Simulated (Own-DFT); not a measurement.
AlN (wurtzite, atoms displaced), Si3N4 (beta silicon nitride, strained, atoms displaced) (calculated)

A calculation, not a measurement: plane-wave PBE density functional theory by an unreviewed code, no spin, of a simulated periodic cell, stress positive in tension, free energy of the whole cell less one offset for each atom, some atoms lie very close together; forces on such cells moved up to 12 meV/angstrom on a denser k mesh; offsets are fitted by least squares, one for each functional and potential file, so energies compare only between cells with the same atoms and settings and are not formation energies; the far tail of each file's local potential was reset to the Coulomb form; each entry is a single point on an unrelaxed cell, so the pressure reflects the starting lattice, mostly measured values (interpolated for alloys), from which strain is counted, and rises with the displacements; printed positions are rounded, which can move forces by about a meV/angstrom; the program, named Own-DFT, is a retired in-house code; no spin-orbit coupling; before rounding, a Quantum ESPRESSO 7.3.1 run of the same cell and cutoff gave forces within 1 meV/angstrom rms on each cell, which checks the program and not the settings. Program: Own-DFT development build.

Common to all runs: functional PBE; potential files PseudoDojo norm-conserving, scalar-relativistic, standard set; wave cutoff 42 hartree; occupations Fermi-Dirac; smearing width 0.1 eV.

(1) 
```xyz
72
Lattice="9.3360 0.0000 0.0000 -4.6680 8.0852 0.0000 0.0000 0.0000 9.9640" Properties=species:S:1:pos:R:3:force_x:R:1:force_y:R:1:force_z:R:1 formula=AlN k_mesh=3_x_3_x_2_centred_on_Gamma free_energy_of_cell_above_offsets=21.981 pressure=23.86 stress_xx=-30.27 stress_yy=-24.54 stress_zz=-16.77 stress_yz=-0.42 stress_xz=5.02 stress_xy=5.86
Al    -0.0277     2.0254     0.0041     -0.095     -10.01      0.072
Al     1.7445     1.1291     2.3722     -6.301     -5.751      2.718
N     -0.0097     1.7596     1.9360      2.565      2.587     -0.493
N      1.4400     0.7260     4.5126      2.531      2.835     -1.736
Al    -0.1025     1.9657     4.8884     -1.077     -15.23        6.4
Al     1.7902     0.9888     7.3728     -3.483     -3.211      1.342
N      0.1419     1.6808     7.1141     -2.368      3.132     -2.832
N      1.4375     0.8405     9.5036      2.564      3.076     -0.684
Al    -1.6932     4.6314     9.8231      7.607      4.145      2.199
Al    -0.0195     3.5481     2.6448      1.268      0.776     -4.491
N     -1.4079     4.5227     1.7710     -1.634     -1.132       3.62
N      0.3171     3.3442     4.4011     -0.465      13.11     -3.119
Al    -1.5220     4.3959     4.9539     -0.493       1.78      1.713
Al     0.0179     3.7991     7.3750     -1.708     -8.467      4.354
N     -1.4480     4.5289     7.0368     -3.906      0.528     -2.971
N     -0.1724     3.5395     9.4862        1.6      8.893     -3.914
Al    -3.2262     7.1962     0.0529     -2.872      2.601      2.984
Al    -1.4863     6.2526     2.5676     -0.877      0.548     -0.495
N     -3.1123     7.0028     2.0754      0.113      1.683     -1.716
N     -1.4384     6.5566     4.6322      15.09      -13.8      -9.99
Al    -2.6276     7.1729     5.1187     -21.14      8.062      6.422
Al    -1.2536     6.5865     7.6129     -11.47     -8.569      5.452
N     -2.7225     6.9316     6.9402      -6.33      4.122     -2.224
N     -1.9893     6.4161     9.2452      8.735     -3.614      0.788
Al     3.4522     1.6941     9.7549     -16.39      10.26      5.888
Al     4.5173     1.0609     2.6057      2.307     -1.169     -11.01
N      3.0252     1.9938     1.7673      5.964     -2.941     -2.841
N      4.4904     0.6919     4.1255       9.49     -4.806      4.649
Al     3.4595     1.5771     4.7909     -14.68      9.524      6.886
Al     4.6950     0.9945     7.4524     -2.418     -3.252      1.928
N      3.2766     1.8181     6.8160      0.147      1.872     -1.211
N      4.4375     0.7133     9.2867      12.34      -6.74     -4.168
Al     1.5742     4.3684     9.8167     -3.073      1.878      2.922
Al     3.1204     3.5785     2.2794     -1.372      4.644      3.688
N      1.7058     4.5949     1.7591      -1.53     -0.742      1.288
N      3.1071     3.5269     4.2439      0.133      -0.71      0.676
Al     1.5736     4.5647     5.0860      2.604     -1.005     -6.215
Al     3.0208     3.6494     7.4811      2.163      0.149     -5.433
N      1.3774     4.4529     6.7213      4.992      2.218      4.061
N      3.0318     3.6112     9.1681      3.161     -1.814      4.309
Al    -0.0145     7.1248     9.8340      0.309      -2.22      3.652
Al     1.4394     6.3259     2.8172      1.954      -0.98     -8.481
N      0.0706     7.0165     1.9588     -2.641      3.336     -1.941
N      1.7024     6.3677     4.4298     -5.068     -2.899      4.675
Al     0.0230     7.3154     5.1321       3.65     -2.089     -0.268
Al     1.4509     6.1713     7.4610      3.265      3.219     -0.468
N     -0.0741     7.2048     6.9529      12.53      6.142     -5.414
N      1.6319     6.2534     9.2961     -4.513     -2.549     -1.031
Al     6.1527     1.8346     0.1113      3.506     -1.884     -5.021
Al     7.9765     0.8560     2.4372     -4.068     -2.172      1.841
N      6.2273     1.8387     1.8251     -1.268     -4.054      2.735
N      7.6134     0.8052     4.5194      0.158       3.72     -1.905
Al     6.0307     1.9746     5.0394      3.611     -7.575      0.983
Al     7.5340     0.9192     7.3865      10.52     -4.369      1.688
N      6.1600     1.5675     6.9476     -3.832      8.576     -4.765
N      7.7834     0.7833     9.1158     -1.936      1.944      6.346
Al     4.6597     4.4630     0.0453     -0.029      2.774      -1.83
Al     6.0844     3.4365     2.2722      3.503      5.029      1.987
N      4.7014     4.5274     2.0744     -0.777     -6.136     -4.123
N      5.8644     3.5279     4.5353      21.05     -8.055      -5.85
Al     4.7130     4.3081     4.7392     -19.22      15.94      5.646
Al     6.2310     3.6283     7.4605      0.053      0.896      0.752
N      4.7047     4.6272     6.8651     -0.949     -7.622     -0.912
N      6.3538     3.7622     9.5657     -9.644     -6.807      -2.65
Al     3.0226     6.9070     0.1314      2.299      4.052     -2.706
Al     4.6483     6.0883     2.5013     -0.005      9.044      3.364
N      2.8735     7.2320     1.8523      2.326     -0.894       2.94
N      4.7332     6.3710     4.7054      2.004     -3.529     -3.215
Al     3.1517     7.0677     4.9185      2.585      3.553      4.255
Al     4.7850     6.1999     7.3659     -0.243       7.11      0.855
N      2.9584     7.2414     6.9327      0.573     -3.038     -1.921
N      4.6418     6.4660     9.2558     -1.385     -3.906      1.961
```

Units: free_energy_of_cell_above_offsets in eV; pressure, stress_xx, stress_yy, stress_zz, stress_yz, stress_xz, stress_xy in GPa; force_x, force_y, force_z in eV/Å.

(2) 
```xyz
72
Lattice="9.3360 0.0000 0.0000 -4.6680 8.0852 0.0000 0.0000 0.0000 9.9640" Properties=species:S:1:pos:R:3:force_x:R:1:force_y:R:1:force_z:R:1 formula=AlN k_mesh=3_x_3_x_2_centred_on_Gamma free_energy_of_cell_above_offsets=20.356 pressure=26.48 stress_xx=-23.01 stress_yy=-26.97 stress_zz=-29.47 stress_yz=-4.05 stress_xz=-5.61 stress_xy=1.04
Al    -0.1623     1.8383     9.8498      6.803      0.332      3.341
Al     1.4759     0.8505     2.3874      0.823      8.961       3.09
N     -0.0657     1.7904     1.6939      2.271      1.149       4.05
N      1.6177     0.8656     4.4544      0.435      0.136     -1.261
Al     0.1600     1.9001     4.9648     -0.581     -6.838      0.472
Al     1.7239     0.8187     7.6130     -3.853      1.833     -1.722
N      0.1619     1.6837     6.6775     -1.457      1.683      5.252
N      1.3472     0.7808     9.4633       3.74      1.971     -1.343
Al    -1.4124     4.4941     0.0058     -5.042     -0.167       1.52
Al     0.1133     3.6443     2.5663     -1.967     -0.917     -1.714
N     -1.6013     4.6042     1.8757      1.926     -1.328      1.816
N      0.4237     3.4412     4.5060     -7.831      1.611     -5.097
Al    -1.5881     4.2018     4.8631      5.095      4.626        1.2
Al     0.0403     3.8412     7.3772      0.744     -2.959      0.715
N     -1.5547     4.5199     6.8153      7.285      4.485     -2.514
N     -0.0987     3.4875     9.5576      4.113      3.667     -3.875
Al    -2.9925     7.1984     0.0690     -0.392     -1.977     -0.218
Al    -1.4551     6.3241     2.5471     -4.471     -1.847     -1.081
N     -3.0204     7.4035     2.0042      0.181     -8.518     -3.957
N     -1.7596     6.3017     4.2741      2.933     -0.555      3.692
Al    -3.4497     7.1483     4.9333      10.62      5.568      4.741
Al    -1.6990     6.5982     7.2523      12.32      -6.74      3.704
N     -3.0741     7.1622     6.8907     -9.421       3.42     -2.494
N     -1.2172     6.1969     9.4984     -6.509      0.294     -4.012
Al     3.1955     1.8171     9.8335     -4.517      2.355        3.4
Al     4.5274     0.9562     2.6706      0.942      1.088      -6.06
N      3.1299     2.1150     2.1630     -0.547     -5.705     -3.049
N      4.7518     0.9299     4.3712     -1.061     -1.311      2.361
Al     3.3271     1.8644     5.0523     -4.364     -0.201     -0.431
Al     4.6315     0.8073     7.4585     -0.021      9.477      3.619
N      2.9977     2.1181     6.9280      2.596     -9.106     -2.328
N      4.5069     0.8942     9.3796      3.614     -1.819      -1.39
Al     1.5511     4.2573     0.0272     -7.937      5.647      4.145
Al     2.9679     3.7093     2.7159      3.312      0.329      -3.14
N      1.6852     4.6926     2.1354      -2.76      -7.66     -3.962
N      3.1596     3.6127     4.3851     -1.014      0.342      3.502
Al     1.4166     4.6028     4.9173      7.182      3.729      3.983
Al     2.8773     3.5614     7.6262      3.171      6.074      2.888
N      1.7684     4.6509     6.8603     -5.423      1.165      0.035
N      2.9333     3.7187     9.5264      8.388     -4.771     -3.509
Al    -0.0440     7.0481     0.3705       1.39       2.57     -16.17
Al     1.5285     6.1902     2.6051      0.481      9.322      0.759
N     -0.2150     7.2409     1.7984      1.955      4.173      19.24
N      1.4901     6.3519     4.5404      2.571     -0.393      -2.77
Al    -0.0009     7.1543     4.6614     -4.138      1.135      3.046
Al     1.5747     6.3813     7.5894      0.986      0.447     -0.393
N      0.1239     7.3829     7.0141     -1.326     -7.794     -4.119
N      1.4298     6.5056     9.7617      -0.03     -5.879     -5.226
Al     6.0815     1.8866     9.9300      0.813     -2.421     -3.062
Al     7.9240     0.8308     2.4343     -3.256      1.266      0.068
N      6.4146     1.7591     1.5991     -1.258     -0.924       7.79
N      7.7119     0.9968     4.5258      3.318     -0.223     -3.376
Al     6.1989     1.5868     5.1063      0.543      3.291     -2.001
Al     7.6437     1.0254     7.3363      5.482     -1.759      1.611
N      6.2796     1.9863     6.8046     -3.055      0.538      1.466
N      8.0133     0.9724     9.3034     -11.24     -6.965     -4.838
Al     4.7789     4.4863     0.2443     -2.491      1.645     -13.93
Al     5.9558     3.6510     2.5624      13.84     -8.306      4.991
N      4.9576     4.3190     1.7312     -12.69      8.945      5.375
N      6.3225     3.6970     4.2614     -6.183     -3.175      2.511
Al     4.4052     4.5643     5.1095      3.058      2.191     -0.663
Al     6.3566     3.9167     7.0932     -9.815     -5.329      4.964
N      4.3448     4.8238     6.9213      0.934     -15.21     -7.265
N      6.1108     3.5350     9.4555      2.286      3.496     -3.551
Al     2.8799     7.2012     0.0285      7.583      3.152      0.301
Al     4.7221     6.4575     2.3844        1.4     -2.101     -1.812
N      3.1293     7.0880     1.8992     -1.042      1.168      0.486
N      4.7828     6.4429     4.1116     -9.451     -5.768      0.029
Al     3.2262     7.3602     5.0445     -0.912     -0.224     -10.42
Al     4.6327     6.1253     7.5859      2.061      13.91      0.322
N      3.2440     7.1251     6.5604     -1.473      0.118      13.57
N      4.5732     6.1206     9.2070       0.34      1.581      8.714
```

Units: free_energy_of_cell_above_offsets in eV; pressure, stress_xx, stress_yy, stress_zz, stress_yz, stress_xz, stress_xy in GPa; force_x, force_y, force_z in eV/Å.

(3) 
```xyz
112
Lattice="14.9211 0.2841 0.0449 -7.2145 12.9602 -0.1376 0.0172 -0.0509 5.8336" Properties=species:S:1:pos:R:3:force_x:R:1:force_y:R:1:force_z:R:1 formula=Si3N4 k_mesh=2_x_2_x_4_centred_on_Gamma free_energy_of_cell_above_offsets=1.151 pressure=16.32 stress_xx=-20.55 stress_yy=-14.15 stress_zz=-14.27 stress_yz=-3.46 stress_xz=1.99 stress_xy=6.38
Si    -1.5059     5.0548     0.6721     -0.014     -3.007     -1.363
Si     0.2740     2.7005     0.7778     -0.489     -0.811     -2.428
Si     1.5316     5.5636     0.6681     -2.489     -2.831     -0.819
Si     5.3671     1.5841     2.1504     -0.704      2.784      0.748
Si     3.5151     4.0564     2.1340      3.699     -4.378      4.719
Si     2.4195     1.0784     2.1356      0.716      5.815      5.051
N      2.3380     0.2968     0.7838     -0.225     -2.664     -5.113
N      6.1749     2.1150     0.7265     -1.502     -1.701     -1.418
N      2.8081     4.4579     0.8311     -1.737      0.864     -8.162
N      1.5654     6.2792     2.1592      0.056      1.795      2.076
N     -2.2858     4.5434     2.1130      0.597      -0.07       0.44
N      0.9758     2.1985     2.2306      3.229     -2.198     -3.332
N      0.1475     4.3462     0.6465     -1.016      2.551      0.044
N      3.7387     2.2528     2.1987     -0.227      0.061     -0.314
Si    -1.3476     5.0041     3.5519     -6.324     -1.508      0.106
Si     0.2083     2.5601     3.5690      0.884      2.959      4.197
Si     1.5002     5.2608     3.7087     -2.973       5.46     -1.834
Si     5.3305     1.4696     5.0832      1.594      3.988       0.31
Si     3.5850     3.8934     4.9854      3.638     -0.424      6.686
Si     2.3855     1.1545     5.1078      2.351     -0.425     -1.112
N      2.3227     0.2343     3.6049      0.184      -1.21      1.292
N      6.1778     2.1977     3.6371     -4.161     -4.082      0.407
N      2.8438     4.4550     3.7260      1.625     -1.289     -4.373
N      1.4600     6.3241     5.0100      1.159      2.099      1.339
N     -2.4293     4.4362     4.9297      8.195      3.968      1.253
N      1.0833     2.0997     5.0228     -3.442      2.125      1.472
N      0.1175     4.3980     3.6389      1.371     -4.732     -0.152
N      3.7927     2.2285     5.0652     -0.552     -2.316      0.271
Si    -5.0626    11.5602     0.5726     -1.221     -1.372      4.016
Si    -3.2793     9.0961     0.6216     -2.457      2.392      2.194
Si    -2.1699    11.9326     0.5269      0.525     -3.514      3.749
Si     1.7259     8.0033     2.1211      0.977      0.674     -0.112
Si    -0.0132    10.4032     2.2285     -1.382     -1.969     -5.953
Si    -1.1313     7.6396     2.2374     -1.499     -0.999     -3.502
N     -1.2397     6.6879     0.6957     -0.189      2.382     -0.482
N      2.4977     8.6313     0.5753      2.021     -0.516      4.281
N     -0.7722    10.8525     0.5636     -1.851      1.128      2.264
N     -2.1231    12.8849     2.0305      0.231     -1.693      0.553
N     -5.9484    10.8897     2.1266      2.228      2.306     -0.723
N     -2.5502     8.6375     2.0817      1.067     -0.548      0.831
N     -3.5956    10.8441     0.7276      3.571      0.222      -0.76
N      0.1666     8.6455     2.1090      0.226      1.933      0.686
Si    -5.1154    11.4796     3.5806      0.672     -0.326     -2.581
Si    -3.3122     9.1103     3.5091     -1.823      0.921      1.319
Si    -2.1213    11.9306     3.5532     -3.224     -1.852     -4.175
Si     1.8256     8.1707     5.0047     -5.404     -3.871      1.217
Si     0.0003    10.3765     4.9352     -2.086     -2.383      2.739
Si    -1.2503     7.6027     5.0170      2.159     -0.722      2.193
N     -1.2443     6.6566     3.5874     -0.284      1.537      0.854
N      2.4668     8.5901     3.6202      3.392      0.699     -4.611
N     -0.8049    10.9356     3.5475     -0.072     -0.758      0.884
N     -2.0304    12.7503     4.9507      -0.48      2.779      0.867
N     -5.7749    11.0269     5.0404     -4.096     -1.184     -1.481
N     -2.5674     8.6569     5.0466      0.514     -0.727     -3.356
N     -3.5464    10.8263     3.5748       2.12        0.7     -0.099
N      0.1149     8.6280     5.0704      1.089      1.208     -1.093
Si     5.9918     5.1501     0.6797      -1.83      1.611      1.494
Si     7.7493     2.7321     0.5498     -7.285      7.254      16.34
Si     8.9083     5.6087     0.8292     -1.355     -2.524     -6.466
Si    12.8056     1.7435     2.2224     -1.556      -1.08     -0.874
Si    11.0762     4.0256     2.1754     -0.778      5.281     -1.347
Si     9.8294     1.3299     2.1624      3.101     -0.604      2.002
N      9.8588     0.3866     0.7582     -0.324     -0.823     -0.881
N     13.6095     2.2023     0.7631      0.864      0.039     -0.707
N     10.2413     4.6182     0.7172      2.196     -1.659     -0.235
N      8.9547     6.4503     2.1748      0.133       4.43      2.722
N      5.0929     4.6512     2.1462      1.203      1.472      0.368
N      8.5496     2.2946     2.1202     -4.027      2.198      0.795
N      7.4913     4.5754     0.7235      3.382      -2.56      0.064
N     11.2208     2.4596     2.1578       1.13     -6.569      0.022
Si     5.9063     5.0852     3.6534      2.669      2.286     -3.431
Si     7.6562     2.8238     3.6597      4.446      0.648     -1.999
Si     8.9459     5.5732     3.6529     -0.793     -3.525     -1.384
Si    12.8741     1.7491     5.0579     -3.585     -2.237       3.52
Si    11.1125     3.9945     5.0425     -5.821      0.368      1.437
Si     9.8209     1.3479     5.1780      1.727      -2.81     -1.724
N      9.8562     0.3784     3.6618     -0.981      1.321      0.565
N     13.5928     2.2305     3.6688      0.146     -0.013     -1.254
N     10.3075     4.4679     3.6070     -1.977      1.158      0.287
N      8.8899     6.4290     5.0011      1.226      3.646       5.01
N      5.2683     4.6230     5.0685     -4.677     -1.236      1.541
N      8.4497     2.2714     5.2146      5.989     -3.515     -14.52
N      7.5104     4.4879     3.6208      1.511      0.515     -0.069
N     11.1495     2.3274     5.1010      3.139     -0.532      0.076
Si     2.3946    11.6405     0.6415     -4.221     -0.488      0.359
Si     4.1491     9.2671     0.6864     -1.417      0.246      -2.08
Si     5.3052    12.0391     0.6761     -1.055       0.79     -0.462
Si     9.1491     8.2020     2.1469      1.424      0.045      0.192
Si     7.4809    10.4639     2.1532      -2.11      4.067     -0.918
Si     6.3935     7.8561     2.1788     -9.197      -7.58      0.353
N      6.2167     6.9566     0.6377     -0.456     -3.539      5.416
N     10.0353     8.7193     0.6824     -0.758     -0.851      1.222
N      6.7286    11.0842     0.5783       -1.2      0.098      4.171
N      5.3694    12.9475     2.2217      0.403      0.809     -2.557
N      1.4547    11.0660     2.0966      4.432      3.117      0.466
N      4.8731     8.8750     2.1336      2.452     -2.326     -0.729
N      3.8487    10.9455     0.6407      4.171      0.602      0.153
N      7.5001     8.8509     2.1495      8.773      3.049     -0.437
Si     2.3059    11.6902     3.6171      1.833     -2.637     -2.035
Si     4.1473     9.2350     3.5728     -2.334      1.815      0.448
Si     5.4052    11.9528     3.6218     -4.762      1.491     -1.304
Si     9.2171     8.2622     5.0822     -0.384     -3.236      -0.64
Si     7.4878    10.6027     5.0305      2.274     -2.914      0.022
Si     6.2391     7.7362     5.1399      2.292      2.193      -5.48
N      6.3440     6.8435     3.6336     -1.528     -0.332     -0.978
N      9.9793     8.7094     3.6145      0.927     -0.073     -1.113
N      6.6735    10.9917     3.6499      3.176     -1.948     -2.553
N      5.3424    12.9240     4.9532      0.751      2.057      3.351
N      1.4605    11.0788     4.9950      4.039      2.572      0.553
N      4.9377     8.7905     4.9672     -0.631     -0.217      2.758
N      3.9952    10.9408     3.5764     -2.103      0.991      0.191
N      7.6452     8.8042     5.0297     -0.833      2.389      0.571
```

Units: free_energy_of_cell_above_offsets in eV; pressure, stress_xx, stress_yy, stress_zz, stress_yz, stress_xz, stress_xy in GPa; force_x, force_y, force_z in eV/Å.
